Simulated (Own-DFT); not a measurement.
# From a pressure shift to a lattice shift: C11b WSi2, 30 atoms (Si20W10)

Source: density functional calculations with Own-DFT, an unreviewed in-house program that is no longer used. Nothing was measured or relaxed, and spin and spin-orbit coupling are left out.

Known weak points: forces on such cells failed a check on a denser k mesh; stress not checked against mesh or cutoff.

Each geometry was run with PBE and with PBEsol, otherwise alike: PseudoDojo norm-conserving scalar-relativistic files made for PBE; cutoff 50 hartree; 5 x 5 x 5 k mesh centred on Gamma; cold (Marzari-Vanderbilt) smearing of 0.2 eV. Unstrained cell vectors in Å: (-2.148, -5.953, 3.409); (-6.444, 2.976, 1.136); (-2.553, -2.948, -6.757). Each has a uniform strain, of which the change of volume is shown, and random moves of rms u per axis.

```
run  volume change (%)   u (Å)  P with PBE (GPa)  P with PBEsol (GPa)
  1              -3.26  0.0497             16.13                11.87
  2               0.76  0.0560              4.31                 0.26
  3               2.70  0.0417             -0.10                -4.06
  4               4.60  0.0478             -3.06                -6.93
  5               0.55  0.0574              5.87                 1.79
  6               1.48  0.0463              2.94                -1.08
  7               4.35  0.0433             -3.45                -7.33
  8               1.49  0.0457              3.20                -0.81
  9              -0.81  0.0435              7.17                 3.03
 10              -0.04  0.0572              7.27                 3.17
 11               0.97  0.0569              4.79                    ?
```

The question: by how much does PBEsol shrink this cell, and what belongs in the blank?

## Solution

Write v for the change of volume as a fraction. Fitted to v and u², the PBE pressure has a slope of -236 ± 15 GPa in v, with the ions held to the strained lattice. The difference PBEsol less PBE is -4.10 + 5.0 v GPa (slope ± 0.1) and averages -4.04 GPa. Divided by the mean slope of the two, 234 GPa, that makes PBEsol's volume at a given pressure, near 2 GPa, about 1.7 % smaller, or 0.58 % in lengths. At one volume PBEsol's slope is the smaller by 5 GPa, but its pressure there is lower too. If stiffness rises by about 4 GPa for each GPa, PBEsol at equal pressure is stiffer by about 11 GPa. Files made for PBEsol would give a different shift.

For run 11 the line gives 0.74 GPa. Computed: 0.75 GPa.
